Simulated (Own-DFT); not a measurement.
# How much smaller does PBEsol make it? C11b WSi2, 30 atoms (Si20W10)

Source: density functional calculations with Own-DFT, an unreviewed in-house program that is no longer used. Nothing was measured or relaxed, and spin and spin-orbit coupling are left out.

Limits: forces on such cells failed a check on a denser k mesh; stress not checked against mesh or cutoff.

Each geometry was run with PBE and with PBEsol, otherwise alike: PseudoDojo norm-conserving scalar-relativistic files made for PBE; cutoff 50 hartree; 5 x 5 x 5 k mesh centred on Gamma; cold (Marzari-Vanderbilt) smearing of 0.2 eV. Unstrained cell vectors in Å: (-2.149, -5.953, 3.409); (-6.444, 2.976, 1.136); (-2.553, -2.948, -6.757). Each has a uniform strain, of which the change of volume is shown, and random moves of rms u per axis.

| run | volume change (%) | u (Å) | P with PBE (GPa) | P with PBEsol (GPa) |
|---|---|---|---|---|
| 1 | 0.79 | 0.0551 | 5.24 | 1.19 |
| 2 | -2.22 | 0.0514 | 11.30 | 7.09 |
| 3 | 0.19 | 0.0501 | 5.43 | 1.34 |
| 4 | 1.94 | 0.0507 | 1.53 | -2.46 |
| 5 | -2.03 | 0.0510 | 11.09 | 6.89 |
| 6 | -1.15 | 0.0480 | 9.62 | 5.48 |
| 7 | -0.30 | 0.0521 | 7.46 | 3.33 |
| 8 | -2.21 | 0.0476 | 12.39 | 8.17 |
| 9 | 0.38 | 0.0516 | 6.17 | 2.11 |
| 10 | -0.73 | 0.0508 | 8.40 | 4.26 |
| 11 | 0.16 | 0.0533 | 6.59 | ? |

Question: by how much does PBEsol shrink this cell, and what belongs in the blank?

## Answer

Write v for the change of volume as a fraction. Fitted to v and u², the PBE pressure has a slope of -239 ± 14 GPa in v, with the ions held to the strained lattice. The difference PBEsol less PBE is -4.09 + 5.4 v GPa (slope ± 0.3) and averages -4.13 GPa. Divided by the mean slope of the two, 237 GPa, that makes PBEsol's volume at a given pressure, near 6 GPa, about 1.7 % smaller, or 0.58 % in lengths. At one volume PBEsol's slope is the smaller by 5 GPa, but its pressure there is lower too. If stiffness rises by about 4 GPa for each GPa, PBEsol at equal pressure is stiffer by about 11 GPa. Files made for PBEsol would give a different shift.

For run 11 the line gives 2.51 GPa. The run itself gave 2.51 GPa.
